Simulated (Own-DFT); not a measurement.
# Stretching a layer in its plane: diamond-structure SiGeSn with randomly placed atoms, 64 atoms (Ge44Si16Sn4)

Calculated, not measured: single-point runs of Own-DFT, a retired in-house plane-wave DFT program that no person has reviewed, on unrelaxed cells, without spin or spin-orbit coupling.

Common settings: PBE; PseudoDojo norm-conserving scalar-relativistic files; cutoff 49 hartree; 3 x 3 x 3 k mesh centred on Gamma; Fermi-Dirac smearing of 0.1 eV.

Limits: forces on such cells moved up to 12 meV/angstrom on a denser k mesh; stress not checked against mesh or cutoff.

Unstrained cell vectors in Å: (11.306, 0.000, 0.000); (0.000, 11.306, 0.000); (0.000, 0.000, 11.306). The unstrained cell has measured lattice constants (interpolated for alloys), not those of this functional. That, the random moves and any unrelaxed bonds set the pressure at no strain. Each run strains x and y alike by e, as a substrate would, and holds the height along z. Each coordinate of each atom was shifted by a normal deviate of width 0.05 Å. The random placing of the alloy's atoms differs from row to row. Stress is positive in tension.

```
e (%),u (Å),(s_xx + s_yy)/2 (GPa),s_zz (GPa)
-3.00,0.047,-10.94,-8.57
-2.50,0.049,-9.42,-7.70
-2.25,0.052,?,?
-1.25,0.050,-6.72,-5.78
-0.75,0.050,-5.43,-4.83
-0.50,0.051,-5.29,-4.98
-0.25,0.051,-4.89,-4.86
0.75,0.052,-3.00,-3.48
1.50,0.051,-1.79,-2.71
3.00,0.053,0.52,-1.39
```

## Fit

With e as a fraction, the in-plane stress is -4.3 + 187 e - 995 e² GPa (errors 3 and 166, scatter 0.18), and s_zz is -4.3 + 118 e - 762 e² GPa (slope ± 4, scatter 0.20). At e = 0 the first slope is C11 + C12 and the second 2 C12, both with the ions held to the strained lattice and at the cell's own pressure. The term in e² is negative: the layer stiffens under compression and softens under tension. A free layer would change its height as e changes, and the in-plane slope would drop by 2 C12²/C11 to the biaxial modulus. At fixed height, a misfit of 1 % moves the in-plane stress by about 1.9 GPa and s_zz by 1.2 GPa.

## Check

Q: what are the two stresses at e = -2.25 %?

The fit gives -9.0 and -7.3 GPa. DFT gave -8.92 and -7.42 GPa.
